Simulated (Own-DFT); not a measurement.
## Calculated data, SiC (2H silicon carbide, atoms displaced)

A calculation, not a measurement: plane-wave PBE density functional theory by an unreviewed code, no spin, of a simulated periodic cell, stress positive in tension, free energy of the whole cell less one offset for each atom, forces on such cells passed a denser k mesh, this cell's mesh not checked; offsets are fitted by least squares, one for each functional and potential file, so energies compare only between cells with the same atoms and settings and are not formation energies; the far tail of each file's local potential was reset to the Coulomb form; each entry is a single point on an unrelaxed cell, so the pressure reflects the starting lattice, mostly measured values (interpolated for alloys), from which strain is counted, and rises with the displacements; printed positions are rounded, which can move forces by about a meV/angstrom; the program, named Own-DFT, is a retired in-house code; no spin-orbit coupling; before rounding, a Quantum ESPRESSO 7.3.1 run of the same cell and cutoff gave forces within 1 meV/angstrom rms on each cell, which checks the program and not the settings. Program: Own-DFT development build.

Settings shared by all entries: functional PBE; potential files PseudoDojo norm-conserving, scalar-relativistic, standard set; wave cutoff 42 hartree; occupations Fermi-Dirac; smearing width 0.1 eV; k mesh 4 x 4 x 3 centred on Gamma.

(1) SiC (2H silicon carbide, atoms displaced)

```
CELL_PARAMETERS angstrom
9.24810 0.00000 0.00000
-4.62410 8.00910 0.00000
0.00000 0.00000 10.06810
ATOMIC_POSITIONS crystal
Si 0.99860 0.00156 0.00059
Si 0.10518 0.21958 0.24932
C 0.00094 0.99949 0.18797
C 0.10757 0.22169 0.43592
Si 0.99669 0.00481 0.50003
Si 0.11187 0.21903 0.75006
C 0.99897 0.00393 0.68626
C 0.11015 0.22449 0.93814
Si 0.99926 0.33290 0.00007
Si 0.11148 0.56109 0.24415
C 0.99898 0.33167 0.17902
C 0.10737 0.55538 0.44018
Si 0.00459 0.33408 0.50074
Si 0.11493 0.55640 0.75164
C 0.00140 0.33582 0.68749
C 0.11240 0.55904 0.93637
Si 0.01081 0.67307 0.00186
Si 0.11048 0.88853 0.24799
C 0.99242 0.66653 0.19501
C 0.11277 0.89065 0.44298
Si 0.00101 0.66818 0.50570
Si 0.11061 0.89125 0.74584
C 0.00307 0.66794 0.68778
C 0.10821 0.88895 0.93890
Si 0.32500 0.99986 0.00215
Si 0.44664 0.21981 0.24391
C 0.33333 0.99369 0.18487
C 0.44724 0.21900 0.44002
Si 0.32893 0.99573 0.50128
Si 0.44950 0.22246 0.75417
C 0.33202 0.00077 0.68697
C 0.45004 0.22956 0.94055
Si 0.33293 0.32920 0.99775
Si 0.44461 0.55659 0.25081
C 0.33958 0.33353 0.18799
C 0.43942 0.55557 0.43981
Si 0.33108 0.33361 0.50117
Si 0.45042 0.56362 0.75159
C 0.33198 0.33100 0.68696
C 0.44889 0.55276 0.93766
Si 0.33554 0.66930 0.00279
Si 0.44829 0.89237 0.25405
C 0.33499 0.66910 0.18618
C 0.44252 0.88593 0.43496
Si 0.32870 0.66235 0.49720
Si 0.43870 0.88081 0.74496
C 0.33366 0.67005 0.68598
C 0.43876 0.87939 0.93233
Si 0.66647 0.00632 0.99868
Si 0.77343 0.21844 0.24872
C 0.66449 0.99754 0.18691
C 0.77893 0.22016 0.43219
Si 0.65950 0.00062 0.50770
Si 0.77986 0.21903 0.74710
C 0.65993 0.99542 0.68621
C 0.77524 0.22192 0.93620
Si 0.67154 0.33879 0.99969
Si 0.77615 0.55064 0.25134
C 0.66752 0.33368 0.18681
C 0.77707 0.55710 0.43553
Si 0.66206 0.33518 0.49894
Si 0.77813 0.55332 0.74984
C 0.66247 0.33437 0.68485
C 0.78629 0.56917 0.93605
Si 0.66305 0.66444 0.99835
Si 0.76829 0.89317 0.24900
C 0.66478 0.66523 0.18597
C 0.77224 0.88744 0.44119
Si 0.66520 0.67271 0.49537
Si 0.76757 0.88536 0.75139
C 0.66923 0.67051 0.68467
C 0.77305 0.88266 0.93814
```

- free energy of cell above offsets: -10.312 eV
- pressure: 3.83 GPa
- stress xx: -2.22 GPa
- stress yy: -3.03 GPa
- stress zz: -6.24 GPa
- stress yz: 0.16 GPa
- stress xz: -0.16 GPa
- stress xy: -0.24 GPa

Force:
| element | x (eV/Å) | y (eV/Å) | z (eV/Å) |
| --- | --- | --- | --- |
| Si | -0.325 | -0.499 | -0.25 |
| Si | 1.188 | 0.678 | -0.498 |
| C | -0.998 | -0.047 | 0.147 |
| C | 0.562 | 0.349 | 0.051 |
| Si | 0.568 | -1.022 | -0.162 |
| Si | -0.376 | 0.908 | -0.016 |
| C | -0.464 | -0.898 | 0.523 |
| C | 0.398 | -0.534 | -0.236 |
| Si | -0.163 | 0.424 | -1.314 |
| Si | 0.17 | -1.032 | 1.229 |
| C | -0.442 | 0.403 | 2.14 |
| C | 0.406 | -0.085 | -0.965 |
| Si | -1.415 | -0.001 | -0.503 |
| Si | -0.619 | 0.179 | -0.515 |
| C | 0.377 | -0.535 | 0.282 |
| C | 0.646 | -0.634 | 0.757 |
| Si | -1.773 | -0.669 | 0.088 |
| Si | -0.121 | 0.145 | 1.355 |
| C | 1.528 | 0.257 | -1.742 |
| C | -1.03 | -0.146 | -1.048 |
| Si | -0.521 | -0.193 | -1.376 |
| Si | -0.183 | -0.155 | 0.633 |
| C | -0.281 | -0.305 | 0.765 |
| C | 0.031 | 0.854 | -0.541 |
| Si | 1.931 | -0.022 | -1.351 |
| Si | -0.479 | -0.105 | 1.411 |
| C | -0.534 | 0.652 | 0.729 |
| C | -1.42 | -0.035 | -1.114 |
| Si | 0.561 | 0.897 | -0.288 |
| Si | -1.22 | -0.112 | -0.908 |
| C | 0.518 | -0.156 | 0.575 |
| C | 0.226 | -1.482 | -0.277 |
| Si | -0.503 | 1.093 | 0.674 |
| Si | 0.117 | -0.477 | -0.31 |
| C | -1.403 | -0.307 | -0.095 |
| C | 0.679 | -0.233 | -0.586 |
| Si | 0.747 | -0.566 | -0.453 |
| Si | -0.179 | -1.435 | -0.702 |
| C | 0.297 | 0.708 | 0.759 |
| C | -1.586 | 0.027 | -0.026 |
| Si | 0.536 | -0.936 | -0.936 |
| Si | -0.431 | -0.899 | -1.201 |
| C | -0.15 | 0.02 | 0.775 |
| C | -0.332 | 0.143 | 1.327 |
| Si | -0.281 | 0.593 | 0.29 |
| Si | -0.763 | 1.653 | 1.063 |
| C | 0.415 | -1.479 | -0.357 |
| C | -0.289 | 2.066 | 0.73 |
| Si | -0.046 | -1.998 | -0.407 |
| Si | 0.678 | 0.704 | -0.279 |
| C | -1.092 | 1.137 | -0.612 |
| C | -0.518 | 0.328 | 1.739 |
| Si | 0.923 | 0.029 | -2.532 |
| Si | -1.123 | 0.625 | 0.032 |
| C | 0.073 | 0.663 | 1.215 |
| C | 0.399 | 0.564 | -0.239 |
| Si | -0.126 | 0.66 | -0.26 |
| Si | -1.204 | 0.781 | -0.062 |
| C | 0.363 | -0.4 | -0.239 |
| C | -0.189 | 0.108 | 0.926 |
| Si | 1.345 | -0.001 | -0.381 |
| Si | -0.181 | 0.962 | -0.277 |
| C | 1.485 | -0.254 | 0.696 |
| C | 0.524 | -1.691 | 0.505 |
| Si | 0.736 | 0.349 | 0.686 |
| Si | 2.832 | -1.501 | 0.583 |
| C | 0.016 | 0.36 | 0.634 |
| C | -0.278 | 1.422 | -0.939 |
| Si | 0.548 | -1.446 | 0.693 |
| Si | 1.638 | 0.554 | -0.249 |
| C | 0.052 | -0.636 | 0.143 |
| C | -0.473 | 1.633 | 0.095 |

(2) SiC (2H silicon carbide, atoms displaced)

```
CELL_PARAMETERS angstrom
9.24810 0.00000 0.00000
-4.62410 8.00910 0.00000
0.00000 0.00000 10.06810
ATOMIC_POSITIONS crystal
Si 0.00613 0.00712 0.00337
Si 0.10928 0.22534 0.24632
C 0.99448 0.99718 0.18892
C 0.10403 0.21864 0.43755
Si 0.99785 0.00061 0.49948
Si 0.11381 0.22345 0.75351
C 0.99843 0.99914 0.69031
C 0.10446 0.22438 0.94067
Si 0.00192 0.33439 0.99556
Si 0.11462 0.55690 0.25320
C 0.00216 0.33341 0.18835
C 0.11191 0.55635 0.44110
Si 0.00406 0.33396 0.49878
Si 0.11088 0.55601 0.74847
C 0.00266 0.33195 0.68733
C 0.11661 0.55708 0.93730
Si 0.00075 0.66672 0.99970
Si 0.10731 0.88357 0.25296
C 0.99726 0.66062 0.18564
C 0.11152 0.89047 0.43189
Si 0.00259 0.66552 0.50612
Si 0.11255 0.89403 0.75513
C 0.99455 0.66311 0.68579
C 0.11663 0.88899 0.93671
Si 0.33240 0.00388 0.99969
Si 0.44785 0.21939 0.25219
C 0.33223 0.00011 0.18971
C 0.44616 0.21982 0.43471
Si 0.33438 0.00388 0.50054
Si 0.44640 0.22385 0.75488
C 0.33514 0.99439 0.68836
C 0.44813 0.22522 0.93471
Si 0.33798 0.34094 0.99927
Si 0.43718 0.55394 0.25142
C 0.33602 0.33484 0.19115
C 0.44441 0.55551 0.43895
Si 0.33334 0.33772 0.49543
Si 0.43815 0.55156 0.75089
C 0.33017 0.33105 0.68709
C 0.44164 0.55463 0.93808
Si 0.33366 0.65937 0.00771
Si 0.44779 0.88946 0.24624
C 0.33392 0.66193 0.18719
C 0.44034 0.88256 0.43729
Si 0.33397 0.66790 0.50666
Si 0.44524 0.89222 0.74857
C 0.32824 0.65931 0.68617
C 0.44330 0.88785 0.94096
Si 0.66841 0.00094 0.00205
Si 0.77317 0.22067 0.24733
C 0.66528 0.00270 0.19146
C 0.78067 0.22807 0.44016
Si 0.65953 0.99544 0.50028
Si 0.77997 0.22542 0.74984
C 0.66473 0.00035 0.68250
C 0.77861 0.22375 0.93650
Si 0.66749 0.33457 0.00170
Si 0.77826 0.55883 0.25319
C 0.66264 0.33611 0.18783
C 0.78150 0.55421 0.43462
Si 0.66609 0.33207 0.50026
Si 0.78143 0.56122 0.75552
C 0.66797 0.33529 0.68546
C 0.78206 0.56222 0.93830
Si 0.66129 0.66424 0.99516
Si 0.77857 0.88754 0.24946
C 0.66479 0.66749 0.18824
C 0.77748 0.88798 0.44082
Si 0.66730 0.66929 0.49873
Si 0.77956 0.89278 0.74879
C 0.66490 0.66205 0.69030
C 0.77615 0.88900 0.93936
```

* free energy of cell above offsets: -10.619 eV
* pressure: 3.78 GPa
* stress xx: -2.9 GPa
* stress yy: -1.98 GPa
* stress zz: -6.47 GPa
* stress yz: 0.56 GPa
* stress xz: 0.06 GPa
* stress xy: -0.01 GPa

Force:
| element | x (eV/Å) | y (eV/Å) | z (eV/Å) |
| --- | --- | --- | --- |
| Si | -0.634 | -1.626 | -0.484 |
| Si | 0.848 | -0.988 | 0.804 |
| C | 1.162 | 0.638 | -0.048 |
| C | 1.226 | 0.693 | -0.528 |
| Si | 0.559 | -0.344 | 0.197 |
| Si | -0.663 | -0.363 | -0.69 |
| C | 0.525 | 0.532 | -0.301 |
| C | 2.505 | -0.141 | -0.501 |
| Si | -1.315 | 0.711 | 1.223 |
| Si | -0.717 | -0.478 | -0.258 |
| C | -1.103 | 0.372 | -0.625 |
| C | 0.53 | 0.114 | -0.204 |
| Si | -1.071 | -0.088 | 0.413 |
| Si | -0.165 | -0.391 | 0.252 |
| C | -0.338 | 0.225 | 0.306 |
| C | -0.72 | -0.124 | 0.01 |
| Si | 0.608 | 0.093 | 0.106 |
| Si | 0.046 | 0.45 | -1.529 |
| C | 0.214 | 0.745 | 0.551 |
| C | -0.035 | -0.314 | 2.488 |
| Si | -0.805 | 0.38 | -1.914 |
| Si | 0.43 | -1.028 | -1.536 |
| C | 0.825 | 1.161 | 1.632 |
| C | -1.289 | 0.472 | 0.952 |
| Si | 1.215 | -0.455 | 0.423 |
| Si | -1.205 | 0.287 | -0.612 |
| C | 0.019 | -0.388 | -0.5 |
| C | -0.612 | 0.722 | 1.098 |
| Si | 0.115 | -1.037 | -0.433 |
| Si | 0.202 | -0.159 | -2.157 |
| C | -1.633 | 1.388 | -0.065 |
| C | -0.707 | 0.122 | 1.442 |
| Si | -0.224 | -1.64 | 0.741 |
| Si | 1.984 | 0.093 | 0.329 |
| C | -0.236 | -0.588 | -0.648 |
| C | -0.348 | 0.565 | -0.105 |
| Si | 0.246 | -1.429 | 0.588 |
| Si | 0.773 | 0.346 | -0.525 |
| C | 0.659 | -0.074 | 0.141 |
| C | 0.311 | 0.167 | -0.393 |
| Si | -1.014 | 1.544 | -1.955 |
| Si | -1.03 | -0.559 | 0.799 |
| C | -0.858 | 0.921 | 0.948 |
| C | -0.261 | 0.846 | -0.176 |
| Si | -0.016 | -0.611 | -1.619 |
| Si | 0.956 | -1.419 | 0.917 |
| C | 0.21 | 1.406 | 1.237 |
| C | 0.229 | -0.023 | -0.136 |
| Si | -0.525 | -0.076 | -0.379 |
| Si | 0.558 | 1.244 | 1.055 |
| C | 0.895 | -0.474 | -0.738 |
| C | 0.052 | -1.315 | -0.695 |
| Si | 0.707 | 1.127 | -0.891 |
| Si | -0.145 | -0.384 | -0.757 |
| C | 0.264 | 0.12 | 1.443 |
| C | -0.103 | -0.016 | 0.471 |
| Si | 0.186 | 0.415 | -0.397 |
| Si | -0.094 | -0.433 | -1.002 |
| C | 1.026 | -0.131 | -0.131 |
| C | -0.699 | 0.471 | 1.361 |
| Si | 0.122 | 0.601 | -0.225 |
| Si | -0.427 | -1.208 | -1.415 |
| C | -0.2 | 0.166 | 1.145 |
| C | -0.202 | -0.965 | 0.438 |
| Si | 0.821 | 0.959 | 1.204 |
| Si | -0.897 | 0.015 | 0.431 |
| C | -0.277 | -0.36 | -0.278 |
| C | -0.442 | 0.263 | -0.657 |
| Si | 0.774 | -1.03 | 0.506 |
| Si | -0.678 | -0.93 | 0.319 |
| C | -0.651 | 0.879 | -0.187 |
| C | 0.537 | 0.337 | -0.277 |

(3) SiC (2H silicon carbide, atoms displaced)

```
CELL_PARAMETERS angstrom
9.24810 0.00000 0.00000
-4.62410 8.00910 0.00000
0.00000 0.00000 10.06810
ATOMIC_POSITIONS crystal
Si 0.99992 0.00226 0.99669
Si 0.10430 0.22252 0.24906
C 0.99896 0.00240 0.18722
C 0.11154 0.22513 0.43849
Si 0.99899 0.99625 0.49763
Si 0.10806 0.22323 0.74763
C 0.99774 0.99628 0.68905
C 0.11256 0.22022 0.93836
Si 0.00127 0.34041 0.00194
Si 0.11697 0.55886 0.24138
C 0.00507 0.33301 0.18123
C 0.10812 0.55433 0.43565
Si 0.00205 0.33458 0.50117
Si 0.11089 0.55278 0.74855
C 0.00306 0.32976 0.68779
C 0.11649 0.55100 0.93632
Si 0.01106 0.67436 0.99576
Si 0.11170 0.88925 0.24917
C 0.99854 0.67239 0.18939
C 0.11061 0.89221 0.44126
Si 0.00224 0.66266 0.50573
Si 0.11472 0.88462 0.74761
C 0.99838 0.66469 0.68469
C 0.11213 0.89241 0.94174
Si 0.33497 0.00171 0.99772
Si 0.44368 0.22658 0.25042
C 0.33460 0.99944 0.18541
C 0.44929 0.23036 0.44132
Si 0.33031 0.99562 0.49874
Si 0.44541 0.22918 0.75445
C 0.33505 0.00634 0.68566
C 0.44394 0.22312 0.93625
Si 0.33800 0.33788 0.00640
Si 0.44010 0.55290 0.24961
C 0.33677 0.33547 0.18761
C 0.44559 0.55963 0.44073
Si 0.33931 0.33717 0.50270
Si 0.43995 0.55357 0.74371
C 0.32734 0.32610 0.68943
C 0.43978 0.55573 0.93616
Si 0.33676 0.66362 0.00220
Si 0.44775 0.88936 0.25050
C 0.33343 0.66146 0.18449
C 0.44094 0.88657 0.43722
Si 0.32820 0.66187 0.49726
Si 0.44241 0.88407 0.75138
C 0.33087 0.66366 0.69205
C 0.43715 0.88031 0.93657
Si 0.66074 0.99662 0.99408
Si 0.77856 0.22825 0.25257
C 0.66980 0.00177 0.18826
C 0.78221 0.22551 0.43638
Si 0.66115 0.99665 0.50005
Si 0.77971 0.21953 0.74950
C 0.66133 0.98824 0.68843
C 0.78100 0.22469 0.93853
Si 0.66517 0.33879 0.99321
Si 0.77326 0.55167 0.25098
C 0.66339 0.32982 0.18253
C 0.77376 0.55131 0.44082
Si 0.66770 0.33246 0.49750
Si 0.77971 0.55592 0.74954
C 0.66966 0.33308 0.68868
C 0.77934 0.55594 0.93064
Si 0.67085 0.66639 0.00774
Si 0.78257 0.89251 0.24848
C 0.66562 0.66605 0.18912
C 0.77441 0.89031 0.43653
Si 0.65919 0.66413 0.49982
Si 0.77372 0.88955 0.74995
C 0.66588 0.66336 0.69159
C 0.77294 0.88723 0.93737
```

* free energy of cell above offsets: -10.298 eV
* pressure: 3.81 GPa
* stress xx: -3.55 GPa
* stress yy: -2.29 GPa
* stress zz: -5.6 GPa
* stress yz: 0.42 GPa
* stress xz: -0.1 GPa
* stress xy: 0.58 GPa

Force:
| element | x (eV/Å) | y (eV/Å) | z (eV/Å) |
| --- | --- | --- | --- |
| Si | -0.609 | -0.12 | 0.407 |
| Si | 1.7 | -0.095 | 0.34 |
| C | 0.793 | -0.124 | -0.137 |
| C | 0.553 | -0.276 | -0.24 |
| Si | -1.06 | 0.934 | 0.914 |
| Si | 1.357 | -1.502 | 1.153 |
| C | -0.036 | 0.102 | -0.245 |
| C | -0.437 | 1.063 | -0.046 |
| Si | 0.884 | -2.086 | -1.339 |
| Si | -1.52 | -0.547 | 1.184 |
| C | -1.718 | 0.94 | 1.687 |
| C | 0.603 | -0.018 | -0.315 |
| Si | 0.022 | -0.296 | -0.412 |
| Si | -0.166 | -0.195 | 0.375 |
| C | -1.48 | 0.728 | -0.403 |
| C | -1.16 | 1.551 | 0.083 |
| Si | -0.924 | -1.473 | 0.732 |
| Si | -0.22 | 0.676 | 0.331 |
| C | 0.811 | -1.262 | -0.803 |
| C | 0.707 | -1.282 | -0.931 |
| Si | -1.361 | 0.631 | -2.205 |
| Si | -1.145 | 1.169 | 0.451 |
| C | 0.874 | -0.171 | 1.555 |
| C | 0.5 | -0.126 | -1.419 |
| Si | 0.02 | -0.146 | 0.314 |
| Si | 0.791 | -0.924 | 0.183 |
| C | -0.09 | 0.293 | 0.658 |
| C | -0.017 | -1.597 | -0.991 |
| Si | -0.126 | 1.487 | 0.233 |
| Si | 0.683 | -0.928 | -1.301 |
| C | 0.868 | -0.918 | 0.698 |
| C | -0.028 | 0.211 | 0.817 |
| Si | -0.85 | -0.563 | -1.985 |
| Si | 0.941 | 0.4 | 0.421 |
| C | -0.98 | -0.415 | 0.916 |
| C | -0.663 | -0.957 | -0.87 |
| Si | -1.084 | -0.653 | -0.227 |
| Si | 0.949 | -0.432 | 1.618 |
| C | 0.109 | 1.452 | -0.473 |
| C | 1.879 | -0.26 | 0.257 |
| Si | -0.577 | -0.027 | -1.004 |
| Si | -0.166 | 0.066 | -0.643 |
| C | -0.022 | 1.302 | 0.865 |
| C | 0.014 | -0.187 | 0.067 |
| Si | -0.125 | 0.705 | 0.839 |
| Si | -0.784 | 0.558 | -0.498 |
| C | -0.425 | 0.246 | -1.716 |
| C | 0.022 | 1.108 | 0.298 |
| Si | 0.518 | 0.77 | 1.26 |
| Si | 0.653 | -0.846 | -1.436 |
| C | -0.437 | 0.072 | -0.342 |
| C | -0.491 | -0.649 | 0.766 |
| Si | 0.589 | 0.516 | -0.225 |
| Si | -0.482 | -0.147 | 0.18 |
| C | -0.877 | 1.841 | -0.399 |
| C | -0.72 | -0.343 | -0.419 |
| Si | 1.207 | -0.887 | 0.551 |
| Si | 0.458 | 0.305 | 0.06 |
| C | -0.068 | 0.887 | 0.507 |
| C | 0.257 | 0.962 | -0.422 |
| Si | 0.129 | 0.141 | 1.048 |
| Si | -0.48 | -0.303 | -0.782 |
| C | -0.185 | -0.197 | -0.214 |
| C | 0.392 | 0.901 | 1.808 |
| Si | -0.932 | -0.029 | -2.399 |
| Si | -0.863 | -0.489 | 0.246 |
| C | 0.002 | 0.011 | 0.794 |
| C | 0.553 | -0.516 | 0.128 |
| Si | 1.748 | 0.957 | 0.591 |
| Si | 1.678 | -1.24 | 0.236 |
| C | -0.581 | 0.23 | -1.03 |
| C | 0.624 | 0.009 | 0.296 |
